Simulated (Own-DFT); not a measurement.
## Calculated data, AlN (wurtzite, atoms displaced)

Computed with Own-DFT development build. A calculation, not a measurement: plane-wave PBE density functional theory by an unreviewed code, no spin, of a simulated periodic cell, stress positive in tension, free energy of the whole cell less one offset for each atom, forces on such cells passed a denser k mesh, this cell's mesh not checked; offsets are fitted by least squares, one for each functional and potential file, so energies compare only between cells with the same atoms and settings and are not formation energies; the far tail of each file's local potential was reset to the Coulomb form; each entry is a single point on an unrelaxed cell, so the pressure reflects the starting lattice, mostly measured values (interpolated for alloys), from which strain is counted, and rises with the displacements; printed positions are rounded, which can move forces by about a meV/angstrom; the program, named Own-DFT, is a retired in-house code; no spin-orbit coupling.

Settings shared by all entries: functional PBE; potential files PseudoDojo norm-conserving, scalar-relativistic, standard set; wave cutoff 42 hartree; occupations Fermi-Dirac; smearing width 0.1 eV; hardware one NVIDIA H100; k mesh 2 x 2 x 2 centred on Gamma.

(1) 
```cif
# cell vector a (Å): 12.4480 0.0000 0.0000
# cell vector b (Å): -6.2240 10.7803 0.0000
# cell vector c (Å): 0.0000 0.0000 9.9640
data_AlN
_symmetry_space_group_name_H-M 'P 1'
_symmetry_Int_Tables_number 1
_cell_length_a 12.4480
_cell_length_b 12.4480
_cell_length_c 9.9640
_cell_angle_alpha 90.000
_cell_angle_beta 90.000
_cell_angle_gamma 120.000
_cell_volume 1337.10
loop_
_atom_site_label
_atom_site_type_symbol
_atom_site_fract_x
_atom_site_fract_y
_atom_site_fract_z
_atom_site_occupancy
Al1 Al 0.10031 0.16749 0.99938 1
Al2 Al 0.18252 0.09090 0.26413 1
N1 N 0.07622 0.16795 0.19089 1
N2 N 0.15713 0.08063 0.44678 1
Al3 Al 0.08883 0.17210 0.50607 1
Al4 Al 0.17920 0.09500 0.75818 1
N3 N 0.05962 0.16084 0.68777 1
N4 N 0.15675 0.07962 0.93248 1
Al5 Al 0.09088 0.41317 0.99544 1
Al6 Al 0.17026 0.33501 0.24973 1
N5 N 0.09042 0.42943 0.20608 1
N6 N 0.15709 0.32682 0.43855 1
Al7 Al 0.07090 0.41277 0.48794 1
Al8 Al 0.16644 0.35122 0.74814 1
N7 N 0.07763 0.41150 0.67507 1
N8 N 0.17042 0.32677 0.94177 1
Al9 Al 0.08989 0.67493 0.00687 1
Al10 Al 0.14958 0.58239 0.25602 1
N9 N 0.08408 0.66677 0.20282 1
N10 N 0.17335 0.59059 0.44669 1
Al11 Al 0.08966 0.67454 0.49410 1
Al12 Al 0.16508 0.57277 0.74639 1
N11 N 0.08439 0.66250 0.68986 1
N12 N 0.17059 0.59250 0.94978 1
Al13 Al 0.09331 0.90354 0.99746 1
Al14 Al 0.15185 0.82536 0.24379 1
N13 N 0.07938 0.90252 0.16955 1
N14 N 0.16273 0.82603 0.44412 1
Al15 Al 0.07760 0.92185 0.51747 1
Al16 Al 0.17232 0.82736 0.76048 1
N15 N 0.08447 0.92190 0.68396 1
N16 N 0.16377 0.84550 0.93449 1
Al17 Al 0.33716 0.17102 0.98900 1
Al18 Al 0.41606 0.08652 0.27166 1
N17 N 0.34053 0.17653 0.18597 1
N18 N 0.41326 0.07648 0.43963 1
Al19 Al 0.32422 0.15199 0.50325 1
Al20 Al 0.41165 0.09490 0.73346 1
N19 N 0.32844 0.15126 0.69679 1
N20 N 0.41836 0.08414 0.94341 1
Al21 Al 0.34152 0.42633 0.99524 1
Al22 Al 0.42950 0.33346 0.23832 1
N21 N 0.33284 0.41588 0.19344 1
N22 N 0.41099 0.32354 0.45425 1
Al23 Al 0.32395 0.39952 0.50418 1
Al24 Al 0.41982 0.33139 0.74532 1
N23 N 0.32607 0.42040 0.67962 1
N24 N 0.41599 0.32811 0.95480 1
Al25 Al 0.33520 0.66458 0.99430 1
Al26 Al 0.41825 0.58583 0.25468 1
N25 N 0.33277 0.66802 0.21112 1
N26 N 0.41943 0.58202 0.43687 1
Al27 Al 0.31657 0.65697 0.50936 1
Al28 Al 0.39791 0.57245 0.75643 1
N27 N 0.33536 0.66457 0.71066 1
N28 N 0.42275 0.58726 0.93914 1
Al29 Al 0.32423 0.91570 0.99063 1
Al30 Al 0.42303 0.83169 0.26663 1
N29 N 0.34513 0.93159 0.19932 1
N30 N 0.42740 0.84961 0.44921 1
Al31 Al 0.33044 0.92287 0.50736 1
Al32 Al 0.41518 0.83285 0.73267 1
N31 N 0.33386 0.91097 0.68684 1
N32 N 0.40510 0.81776 0.93727 1
Al33 Al 0.58329 0.17205 0.98928 1
Al34 Al 0.66231 0.07106 0.24655 1
N33 N 0.57912 0.17524 0.18961 1
N34 N 0.64739 0.07980 0.45310 1
Al35 Al 0.58661 0.15950 0.48737 1
Al36 Al 0.66537 0.09285 0.74883 1
N35 N 0.59915 0.17391 0.70259 1
N36 N 0.66724 0.09001 0.93770 1
Al37 Al 0.58143 0.42535 0.00272 1
Al38 Al 0.65370 0.32308 0.24697 1
N37 N 0.57212 0.41944 0.18629 1
N38 N 0.67928 0.34071 0.45195 1
Al39 Al 0.58437 0.41486 0.49890 1
Al40 Al 0.67230 0.32936 0.75813 1
N39 N 0.58033 0.41865 0.68965 1
N40 N 0.66463 0.32982 0.93797 1
Al41 Al 0.58959 0.67322 0.99981 1
Al42 Al 0.66897 0.58236 0.26093 1
N41 N 0.58430 0.66827 0.19996 1
N42 N 0.66844 0.57334 0.45251 1
Al43 Al 0.58267 0.65245 0.50213 1
Al44 Al 0.67973 0.59832 0.76130 1
N43 N 0.57423 0.66746 0.67710 1
N44 N 0.67890 0.58831 0.95147 1
Al45 Al 0.58422 0.91234 0.99554 1
Al46 Al 0.65335 0.83922 0.25504 1
N45 N 0.59952 0.92351 0.18835 1
N46 N 0.66633 0.83728 0.45404 1
Al47 Al 0.57353 0.89149 0.49233 1
Al48 Al 0.64993 0.81952 0.73573 1
N47 N 0.59131 0.90802 0.70005 1
N48 N 0.65629 0.82523 0.96132 1
Al49 Al 0.81993 0.15730 0.01376 1
Al50 Al 0.91608 0.07429 0.24160 1
N49 N 0.83444 0.17146 0.20755 1
N50 N 0.93030 0.09070 0.44973 1
Al51 Al 0.82533 0.16859 0.50270 1
Al52 Al 0.91961 0.07388 0.74842 1
N51 N 0.83159 0.18115 0.68209 1
N52 N 0.90183 0.07490 0.93607 1
Al53 Al 0.83737 0.41835 0.98984 1
Al54 Al 0.92521 0.34957 0.25921 1
N53 N 0.82180 0.41465 0.19278 1
N54 N 0.91502 0.32643 0.43811 1
Al55 Al 0.83444 0.41797 0.48877 1
Al56 Al 0.91808 0.34214 0.76694 1
N55 N 0.83375 0.40662 0.69885 1
N56 N 0.90778 0.31452 0.94594 1
Al57 Al 0.85418 0.68183 0.98376 1
Al58 Al 0.91562 0.57734 0.23791 1
N57 N 0.83318 0.66104 0.17067 1
N58 N 0.90829 0.58187 0.44647 1
Al59 Al 0.84304 0.67368 0.49718 1
Al60 Al 0.91315 0.57791 0.75244 1
N59 N 0.83010 0.66067 0.68897 1
N60 N 0.92332 0.59052 0.94403 1
Al61 Al 0.82049 0.92266 0.99300 1
Al62 Al 0.91508 0.83785 0.25685 1
N61 N 0.82728 0.91420 0.19893 1
N62 N 0.91204 0.83426 0.44913 1
Al63 Al 0.84197 0.93242 0.50761 1
Al64 Al 0.90729 0.83921 0.76413 1
N63 N 0.83249 0.92360 0.69601 1
N64 N 0.91418 0.84709 0.94079 1
_calc_free_energy_of_cell_above_offsets '-26.882'  # eV
_calc_pressure 11.35  # GPa
_calc_stress_xx -12.89  # GPa
_calc_stress_yy -13.16  # GPa
_calc_stress_zz -8.01  # GPa
_calc_stress_yz 0.39  # GPa
_calc_stress_xz 0.51  # GPa
_calc_stress_xy 2.84  # GPa
_calc_wall_time 408.8  # s
```

Force:
```csv
element,x (eV/Å),y (eV/Å),z (eV/Å)
Al,-4.797,-0.512,1.854
Al,-2.172,-0.4,-2.752
N,3.021,0.16,-0.778
N,2.429,0.061,-0.356
Al,-1.947,-0.467,0.186
Al,-4.619,-2.952,-2.013
N,7.621,4.685,-0.127
N,4.29,-1.025,1.428
Al,-1.978,0.187,2.025
Al,-0.604,-0.312,0.387
N,-0.015,-2.695,-2.216
N,1.121,1.757,0.192
Al,2.74,0.617,0.794
Al,1.029,-4.581,-0.16
N,-0.921,1.727,2.252
N,-0.399,2.704,-1.178
Al,-0.062,-1.091,-0.422
Al,5.884,1.553,1.206
N,-2.143,0.003,-2.86
N,-4.422,-2.945,-1.482
Al,-1.383,-3.209,2.162
Al,-1.801,1.796,0.468
N,-0.029,0.175,0.713
N,-0.104,-2.752,-1.273
Al,-12.53,7.284,1.811
Al,3.011,2.769,2.816
N,-1.459,1.868,4.282
N,-0.898,4.244,-1.375
Al,0.431,-1.815,-4.571
Al,-1.703,0.066,-4.331
N,0.661,-0.355,6.17
N,9.381,-6.501,-2.387
Al,-0.053,-3.165,2.161
Al,0.381,0.402,-6.839
N,-0.266,-2.645,0.798
N,-0.76,1.945,4.709
Al,-0.146,1.819,-0.336
Al,11.25,-4.924,4.516
N,-6.41,6.164,-3.428
N,-1.446,-0.373,-2.132
Al,0.089,-1.919,2.23
Al,-6.627,-1.209,2.933
N,0.709,0.434,-0.968
N,1.104,-0.752,-1.207
Al,-0.782,2.484,-3.11
Al,-0.628,0.834,0.437
N,1.003,-1.793,3.19
N,-0.879,3.104,-3.278
Al,-0.108,-0.106,2.608
Al,-0.157,-0.865,-0.316
N,-0.581,-0.008,-2.075
N,-1.049,-0.817,2.266
Al,6.02,2.257,0.3
Al,4.129,1.587,-1.204
N,-2.64,-0.288,-3.095
N,0.013,-0.843,0.193
Al,3.834,1.27,2.267
Al,-2.114,0.846,-2.317
N,-0.901,-3.177,-1.173
N,-3.898,-3.533,0.192
Al,0.606,-2.75,-1.915
Al,2.563,0.324,2.635
N,-1.661,1.899,1.208
N,-0.33,4.082,-0.442
Al,0.025,-1.702,1.835
Al,-1.132,5.389,2.145
N,0.811,-4.107,-0.301
N,9.304,-5.551,-3.828
Al,-6.715,6.143,3.82
Al,5.499,-3.379,0.471
N,-6.94,-0.408,-3.329
N,-0.607,-2.077,1.059
Al,2.1,-0.779,-0.845
Al,0.952,4.213,1.313
N,5.684,2.558,0.222
N,-3.803,-3.295,-2.389
Al,0.207,-1.547,1.65
Al,-1.637,1.88,-1.787
N,1.153,0.055,1.213
N,-0.327,2.902,1.425
Al,0.893,-3.266,2.474
Al,-0.015,0.854,-1.709
N,0.065,0.08,-0.485
N,0.087,2.236,-2.027
Al,-1.192,1.256,-1.771
Al,-2.426,-2.715,-1.23
N,1.106,-2.841,3.493
N,-1.428,0.596,-1.748
Al,-3.139,1.265,-0.492
Al,7.079,-3.833,1.912
N,-5.468,-0.838,-2.152
N,4.49,-2.356,-2.559
Al,-0.836,5.564,4.577
Al,4.497,0.601,2.338
N,-6.48,3.749,-1.765
N,0.908,2.036,-3.456
Al,1.835,0.2,-0.258
Al,-1.335,2.116,2.305
N,-0.092,-0.65,-1.14
N,-2.703,-0.71,-1.906
Al,1.056,-1.542,-0.532
Al,-5.978,1.802,2.746
N,0.781,-1.349,2.128
N,0.765,2.836,0.706
Al,-0.837,-0.942,1.743
Al,-1.001,-3.125,-2.284
N,1.821,-0.159,-0.905
N,-2.17,1.839,-0.01
Al,2.05,0.295,2.437
Al,1.817,-3.559,-2.64
N,-1.686,3.372,-0.786
N,0.924,3.93,0.952
Al,-3.181,-0.452,2.398
Al,-2.73,1.024,1.283
N,0.007,1.04,3.167
N,3.198,0.481,-1.868
Al,-1.76,-1.176,1.4
Al,0.724,0.396,-1.306
N,1.073,2.047,0.918
N,1.918,-0.858,-0.785
Al,2.046,-1.806,2.277
Al,0.116,-1.287,-1.656
N,-0.191,-0.819,-1.028
N,0.608,1.018,-1.04
Al,-0.877,-1.608,-0.515
Al,2.006,0.01,-3.273
N,-0.594,-4.32,-0.825
N,1.772,-1.054,0.955
```

(2) 
```cif
# cell vector a (Å): 12.4480 0.0000 0.0000
# cell vector b (Å): -6.2240 10.7803 0.0000
# cell vector c (Å): 0.0000 0.0000 9.9640
data_AlN
_symmetry_space_group_name_H-M 'P 1'
_symmetry_Int_Tables_number 1
_cell_length_a 12.4480
_cell_length_b 12.4480
_cell_length_c 9.9640
_cell_angle_alpha 90.000
_cell_angle_beta 90.000
_cell_angle_gamma 120.000
_cell_volume 1337.10
loop_
_atom_site_label
_atom_site_type_symbol
_atom_site_fract_x
_atom_site_fract_y
_atom_site_fract_z
_atom_site_occupancy
Al1 Al 0.08453 0.15189 0.00322 1
Al2 Al 0.16027 0.07587 0.24357 1
N1 N 0.08953 0.16493 0.19906 1
N2 N 0.14919 0.07561 0.42848 1
Al3 Al 0.10011 0.19118 0.50313 1
Al4 Al 0.17621 0.07798 0.76116 1
N3 N 0.08855 0.16693 0.67898 1
N4 N 0.14409 0.07525 0.92660 1
Al5 Al 0.09268 0.40910 0.00494 1
Al6 Al 0.18306 0.33502 0.25256 1
N5 N 0.08003 0.40981 0.18160 1
N6 N 0.16269 0.33123 0.43176 1
Al7 Al 0.08761 0.42743 0.48586 1
Al8 Al 0.16720 0.34379 0.74291 1
N7 N 0.07949 0.42128 0.69182 1
N8 N 0.17125 0.33855 0.93390 1
Al9 Al 0.08242 0.67762 0.99855 1
Al10 Al 0.13465 0.55975 0.25335 1
N9 N 0.09078 0.65118 0.18857 1
N10 N 0.15380 0.59140 0.42849 1
Al11 Al 0.07880 0.67889 0.49897 1
Al12 Al 0.15245 0.59141 0.73799 1
N11 N 0.06954 0.65644 0.70566 1
N12 N 0.16733 0.59061 0.93377 1
Al13 Al 0.07264 0.91552 0.99731 1
Al14 Al 0.16293 0.82778 0.24569 1
N13 N 0.08241 0.93565 0.18776 1
N14 N 0.16783 0.82605 0.43474 1
Al15 Al 0.07426 0.90732 0.49937 1
Al16 Al 0.15768 0.83817 0.73108 1
N15 N 0.09994 0.93294 0.69234 1
N16 N 0.14586 0.82298 0.93010 1
Al17 Al 0.34236 0.17226 0.99975 1
Al18 Al 0.41070 0.09257 0.25532 1
N17 N 0.33682 0.16362 0.18289 1
N18 N 0.41404 0.08259 0.42933 1
Al19 Al 0.34859 0.16237 0.49560 1
Al20 Al 0.39596 0.09014 0.76075 1
N19 N 0.34830 0.16961 0.68987 1
N20 N 0.41487 0.07372 0.93810 1
Al21 Al 0.33357 0.41860 0.00195 1
Al22 Al 0.42520 0.33781 0.26294 1
N21 N 0.34603 0.41943 0.19951 1
N22 N 0.42329 0.33938 0.43721 1
Al23 Al 0.32126 0.40551 0.50679 1
Al24 Al 0.42489 0.33870 0.75060 1
N23 N 0.33780 0.43680 0.69109 1
N24 N 0.40211 0.33666 0.94152 1
Al25 Al 0.33270 0.65704 0.99223 1
Al26 Al 0.42456 0.59061 0.25860 1
N25 N 0.34481 0.68201 0.18663 1
N26 N 0.42554 0.57564 0.45826 1
Al27 Al 0.31932 0.65664 0.50412 1
Al28 Al 0.41986 0.58609 0.74091 1
N27 N 0.32446 0.66380 0.68420 1
N28 N 0.42146 0.57413 0.92622 1
Al29 Al 0.33225 0.93443 0.00858 1
Al30 Al 0.41534 0.83561 0.25163 1
N29 N 0.32327 0.90568 0.19480 1
N30 N 0.40886 0.83053 0.44498 1
Al31 Al 0.32813 0.91638 0.50135 1
Al32 Al 0.41731 0.84895 0.75425 1
N31 N 0.33754 0.93058 0.66843 1
N32 N 0.41108 0.82774 0.95107 1
Al33 Al 0.58759 0.16129 0.00597 1
Al34 Al 0.66310 0.08260 0.27103 1
N33 N 0.58642 0.16464 0.21049 1
N34 N 0.67490 0.08347 0.43999 1
Al35 Al 0.57074 0.16691 0.50130 1
Al36 Al 0.66430 0.07625 0.73485 1
N35 N 0.58585 0.18403 0.70953 1
N36 N 0.66686 0.10463 0.93494 1
Al37 Al 0.58981 0.41611 0.98889 1
Al38 Al 0.68097 0.34505 0.26501 1
N37 N 0.58370 0.41724 0.20401 1
N38 N 0.66854 0.32693 0.43478 1
Al39 Al 0.59233 0.42823 0.51483 1
Al40 Al 0.66061 0.32958 0.75885 1
N39 N 0.56995 0.41855 0.69689 1
N40 N 0.66215 0.34171 0.94698 1
Al41 Al 0.57516 0.65826 0.00846 1
Al42 Al 0.67421 0.59150 0.24998 1
N41 N 0.58271 0.66583 0.19063 1
N42 N 0.65141 0.59363 0.45548 1
Al43 Al 0.58630 0.66634 0.49608 1
Al44 Al 0.64976 0.56087 0.73221 1
N43 N 0.57842 0.66440 0.69833 1
N44 N 0.66656 0.59659 0.94663 1
Al45 Al 0.56038 0.89353 0.98498 1
Al46 Al 0.66507 0.83509 0.24249 1
N45 N 0.58692 0.92073 0.21217 1
N46 N 0.69276 0.84840 0.44303 1
Al47 Al 0.58868 0.91609 0.49721 1
Al48 Al 0.67571 0.82908 0.74833 1
N47 N 0.58684 0.93642 0.68302 1
N48 N 0.65748 0.83920 0.93873 1
Al49 Al 0.84117 0.15939 0.00839 1
Al50 Al 0.91709 0.08504 0.24052 1
N49 N 0.81350 0.16321 0.19744 1
N50 N 0.92316 0.09493 0.44322 1
Al51 Al 0.83154 0.16137 0.49603 1
Al52 Al 0.91507 0.08688 0.74006 1
N51 N 0.85274 0.19357 0.67323 1
N52 N 0.89982 0.07898 0.94107 1
Al53 Al 0.81977 0.42452 0.98876 1
Al54 Al 0.92322 0.33004 0.26870 1
N53 N 0.83603 0.42838 0.18173 1
N54 N 0.91091 0.33428 0.44276 1
Al55 Al 0.82330 0.41484 0.50381 1
Al56 Al 0.91080 0.31846 0.75810 1
N55 N 0.85147 0.43335 0.66504 1
N56 N 0.90396 0.31449 0.93906 1
Al57 Al 0.84305 0.66065 0.00633 1
Al58 Al 0.90971 0.57371 0.25103 1
N57 N 0.84841 0.67423 0.19759 1
N58 N 0.91698 0.58291 0.44093 1
Al59 Al 0.84893 0.67934 0.50879 1
Al60 Al 0.90979 0.58541 0.76268 1
N59 N 0.82571 0.65907 0.68718 1
N60 N 0.92441 0.57382 0.93560 1
Al61 Al 0.83590 0.92562 0.00273 1
Al62 Al 0.92188 0.83202 0.25576 1
N61 N 0.83875 0.90500 0.19831 1
N62 N 0.92177 0.84003 0.44628 1
Al63 Al 0.84050 0.91012 0.50610 1
Al64 Al 0.92613 0.83207 0.76301 1
N63 N 0.82124 0.91781 0.70728 1
N64 N 0.91836 0.82367 0.94457 1
_calc_free_energy_of_cell_above_offsets '-16.416'  # eV
_calc_pressure 13.74  # GPa
_calc_stress_xx -12.55  # GPa
_calc_stress_yy -15.54  # GPa
_calc_stress_zz -13.14  # GPa
_calc_stress_yz -1.98  # GPa
_calc_stress_xz 0.72  # GPa
_calc_stress_xy 2.13  # GPa
_calc_wall_time 396.9  # s
```

Force:
```csv
element,x (eV/Å),y (eV/Å),z (eV/Å)
Al,-4.862,4.739,1.302
Al,1.729,5.843,3.345
N,-1.68,1.23,-2.725
N,2.751,0.836,1.973
Al,-1.187,-7.614,-0.779
Al,-2.178,4.654,-4.3
N,0.388,0.584,3.29
N,4.726,-1.542,2.288
Al,-4.119,1.971,-2.917
Al,-1.6,-0.415,-1.791
N,1.17,-1.611,3.019
N,0.064,4.883,-0.025
Al,-1.771,-1.574,2.918
Al,0.29,-0.385,0.851
N,0.486,-0.007,-1.573
N,1.304,-2.494,0.689
Al,3.708,-4.321,0.978
Al,5.773,0.635,-0.211
N,-7.504,5.424,-2.418
N,1.962,-1.17,2.451
Al,0.889,-4.52,1.269
Al,6.756,-3.594,3.256
N,-4.318,6.172,-4.254
N,0.196,-1.184,0.575
Al,2.258,0.121,0.953
Al,-0.152,-0.83,-0.277
N,1.65,-8.502,-2.418
N,-2.373,3.028,0.291
Al,2.745,4.369,-0.187
Al,4.431,-2.818,2.686
N,-3.615,-3.356,-2.515
N,0.846,5.172,-0.257
Al,-0.98,0.185,0.216
Al,4.061,-2.259,-2.169
N,-2.886,1.608,0.001
N,1.609,-1.664,2.089
Al,-5.658,2.15,0.876
Al,10.76,-5.368,1.475
N,-8.226,5.032,-3.246
N,-1.331,4.955,-0.241
Al,-1.553,0.865,0.758
Al,-0.149,-0.477,-2.861
N,-1.252,0.469,-1.138
N,0.126,-1.811,4.125
Al,2.126,2.393,-0.473
Al,-6.439,-2.117,1.368
N,0.72,-6.766,-1.311
N,5.078,-2.363,-1.445
Al,-1.261,0.174,0.735
Al,-1.699,-0.323,0.36
N,0.964,-4.098,-0.074
N,-3.891,0.235,-2.407
Al,1.307,1.704,-1.789
Al,-2.196,2.869,1.021
N,-0.203,1.575,1.766
N,-1.633,1.215,2.086
Al,0.446,-7.209,1.411
Al,0.697,0.15,0.932
N,-0.483,3.096,-0.824
N,1.08,0.073,-0.119
Al,1.734,-0.52,-4.604
Al,0.341,-1.685,-1.289
N,-1.306,-0.227,6.655
N,-4.878,-0.304,-3.014
Al,-3.325,2.165,2.938
Al,-0.522,-0.81,-3.851
N,-2.37,1.109,-2.06
N,-2.913,-0.236,4.553
Al,3.196,-0.131,0.912
Al,-0.197,9.185,4.139
N,-0.679,-6.08,-3.95
N,5.506,-4.709,-2.517
Al,-6.596,3.957,3.901
Al,-1.218,-1.575,-4.779
N,1.711,1.145,-1.5
N,-2.226,1.206,4.404
Al,-0.842,-1.251,-3.66
Al,1.621,4.498,-0.171
N,4.761,-5.543,-2.473
N,2.406,-3.652,-2.366
Al,-0.666,1.885,-1.637
Al,-0.588,-1.078,0.527
N,0.9,0.749,1.007
N,12.3,-5.679,-3.591
Al,-7.671,6.747,4.095
Al,-0.061,11.84,4.124
N,2.281,1.143,-1.743
N,3.79,-3.016,-1.056
Al,2.771,5.88,3.384
Al,1.365,0.188,1.41
N,-1.116,-0.683,-1.985
N,-4.219,-3.272,-0.89
Al,-0.672,-0.389,-0.775
Al,-5.812,-2.804,2.059
N,0.115,-8.351,-1.049
N,3.599,-1.792,0.23
Al,-7.494,2.972,1.464
Al,-0.486,-0.539,2.843
N,4.707,1.12,-0.883
N,1.628,-1.622,-0.672
Al,0.675,1.971,-0.331
Al,0.343,1.25,-0.109
N,-0.481,-9.707,-1.168
N,6.195,-0.956,-1.927
Al,4.979,-3.24,2.734
Al,-1.89,-1.115,-4.156
N,0.279,-3.238,-0.086
N,0.872,0.755,0.437
Al,2,-0.01,-4.149
Al,-0.378,8.254,1.762
N,-1.867,-1.128,8.955
N,0.355,2.839,1.043
Al,-2.356,0.261,-0.356
Al,1.838,2.978,1.029
N,-0.959,-1.343,-0.516
N,-1.597,0.734,-0.554
Al,-1.605,-2.474,-1.532
Al,0.698,-1.681,-3.725
N,0.016,1.516,1.833
N,-2.65,2.388,1.711
Al,-0.71,-3.903,0.266
Al,0.142,1.198,-0.137
N,-2.525,2.249,-2.008
N,0.741,-2.832,-0.755
Al,-1.439,4.648,1.207
Al,-2.141,0.002,-1.372
N,7.09,2.41,-2.681
N,-2.388,0.316,-0.159
```
